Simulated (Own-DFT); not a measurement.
# Response to strain: wurtzite GaN, 72 atoms (Ga36N36)

All numbers below are calculated, not measured. The program, named Own-DFT, is a retired in-house plane-wave density functional code that no person has reviewed. Each row is one single-point run on a periodic cell that was not relaxed, without spin or spin-orbit coupling.

Settings of every run: PBE; PseudoDojo norm-conserving scalar-relativistic files (stringent for Ga); cutoff 96 hartree; 4 x 4 x 3 k mesh centred on Gamma; Gaussian smearing of 0.01 eV.

Known limits: forces not confirmed at this smearing and k mesh; stress not checked against mesh or cutoff.

Unstrained cell vectors in Å: (9.567, 0.000, 0.000); (-4.784, 8.285, 0.000); (0.000, 0.000, 10.370). The unstrained cell has measured lattice constants (interpolated for alloys), not those of this functional. That, the random moves and any unrelaxed bonds set the pressure at no strain. Each run strains this cell uniformly, with the atoms carried along. Every atom was also moved at random, by a Gaussian of width 0.05 Å on each axis. Strain is the symmetric tensor, in per cent. Stress is positive in tension, and the pressure is minus a third of its trace.

| run | e_xx (%) | e_yy (%) | e_zz (%) | e_yz (%) | e_xz (%) | e_xy (%) | s_xx (GPa) | s_yy (GPa) | s_zz (GPa) | s_yz (GPa) | s_xz (GPa) | s_xy (GPa) | P (GPa) | E (meV/atom) |
|---|---|---|---|---|---|---|---|---|---|---|---|---|---|---|
| 1 | -0.54 | -0.65 | -0.86 | -0.56 | -0.34 | -1.08 | -11.89 | -11.43 | -11.25 | -1.24 | -1.09 | -2.95 | 11.52 | 36.5 |
| 2 | 1.15 | -1.43 | -1.90 | 0.61 | -1.40 | -1.27 | -4.09 | -14.93 | -16.92 | 2.68 | -2.57 | -3.21 | 11.98 | 44.7 |
| 3 | 0.21 | 1.21 | 1.52 | -0.03 | 0.27 | -1.06 | -4.51 | 1.48 | -1.99 | 0.54 | 1.08 | -2.76 | 1.67 | 6.2 |
| 4 | -1.53 | -0.12 | -1.99 | -1.01 | 0.31 | -1.31 | -14.64 | -12.24 | -19.70 | -2.12 | 0.59 | -4.35 | 15.53 | 62.7 |
| 5 | -1.27 | -1.91 | -1.95 | -0.53 | -0.36 | 1.62 | -17.13 | -18.13 | -19.89 | -1.55 | -0.45 | 6.29 | 18.38 | 54.3 |
| 6 | 1.30 | -0.85 | 0.95 | 0.79 | 0.00 | -1.31 | -1.78 | -9.18 | -4.09 | 1.78 | 0.62 | -3.17 | 5.02 | 27.4 |
| 7 | -1.38 | 1.35 | -0.51 | 1.24 | -0.48 | 0.80 | -12.35 | -3.40 | -8.84 | 2.83 | -1.15 | 1.79 | 8.20 | 17.9 |
| 8 | -1.93 | -1.73 | 0.59 | 0.50 | -1.91 | 1.43 | -18.43 | -16.06 | -7.51 | 0.43 | -4.52 | 4.84 | 14.00 | 44.7 |
| 9 | -0.65 | -0.97 | 1.01 | -0.24 | 0.94 | 1.86 | -11.88 | -11.05 | -2.45 | -0.72 | 2.95 | 5.99 | 8.46 | 21.9 |
| 10 | 0.24 | 0.48 | 0.44 | 0.28 | 1.66 | -0.54 | -8.08 | -3.70 | -4.38 | 0.15 | 4.35 | -1.11 | 5.38 | 18.9 |
| 11 | -1.78 | 0.57 | -1.44 | 1.60 | 0.61 | -1.20 | -14.98 | -8.52 | -15.11 | 3.95 | 1.23 | -3.25 | 12.87 | 40.0 |
| 12 | -1.93 | -1.12 | -1.41 | 1.30 | 0.69 | -0.15 | -19.66 | -14.72 | -16.43 | 2.65 | 2.32 | 0.06 | 16.93 | 48.4 |
| 13 | -0.69 | 0.77 | 1.39 | -0.92 | -0.38 | 0.46 | -8.55 | -4.75 | -0.37 | -2.29 | -0.43 | 2.13 | 4.56 | 14.7 |
| 14 | 1.78 | 1.93 | -1.34 | -1.58 | 1.42 | 1.87 | -0.40 | 1.05 | -10.23 | -3.87 | 3.16 | 5.24 | 3.19 | 26.2 |
| 15 | 0.96 | 0.90 | 0.58 | -0.51 | 1.17 | 1.88 | -2.23 | -1.25 | -3.27 | -0.26 | 1.68 | 5.44 | 2.25 | 0.0 |
| 16 | 1.63 | 1.70 | -1.78 | 1.60 | 1.34 | 1.97 | -0.10 | -0.74 | -11.02 | 3.58 | 1.50 | 5.14 | 3.95 | 15.0 |
| 17 | -1.24 | -0.60 | -0.43 | 0.56 | -0.94 | -1.33 | ? | ? | ? | ? | ? | ? | ? | ? |

E is the free energy for each atom above the lowest run shown.

## Worked fit

Each stress component was fitted by least squares to a constant and the strains of the runs shown, as fractions, with shears doubled. Shear strains stay in the fit of a normal stress only where such slopes are resolved. The slopes, in GPa:

| stress | at no strain | per e_xx | per e_yy | per e_zz | scatter |
|---|---|---|---|---|---|
| s_xx | -8.0 | 436 ± 24 | 106 ± 25 | 53 ± 22 | 1.12 |
| s_yy | -7.3 | 96 ± 19 | 429 ± 20 | 117 ± 17 | 0.87 |
| s_zz | -7.5 | 79 ± 29 | 99 ± 30 | 452 ± 27 | 1.35 |

Each shear stress against twice its own strain: yz 114 ± 7, xz 121 ± 10, xy 147 ± 5 GPa. These are stiffnesses along x, y and z of the frame in which the cell vectors are given, which need not be the crystal's axes. The atoms are held to the strained lattice; where symmetry lets them move under strain, relaxing them would lower some slopes. The table should be nearly symmetric about its diagonal, and what it lacks of that shows the noise. A ninth of its sum, 207 ± 3 GPa, estimates the bulk modulus near the mean pressure of these runs, 9.0 GPa, so it lies above the value at zero pressure.

## Withheld run

Question: what normal stresses and pressure should run 17 give?

The fit gives s_xx = -14.3, s_yy = -11.5, s_zz = -11.0 and P = 12.3 GPa. The calculation gave -12.45, -11.87, -10.84 and P = 11.72 GPa.
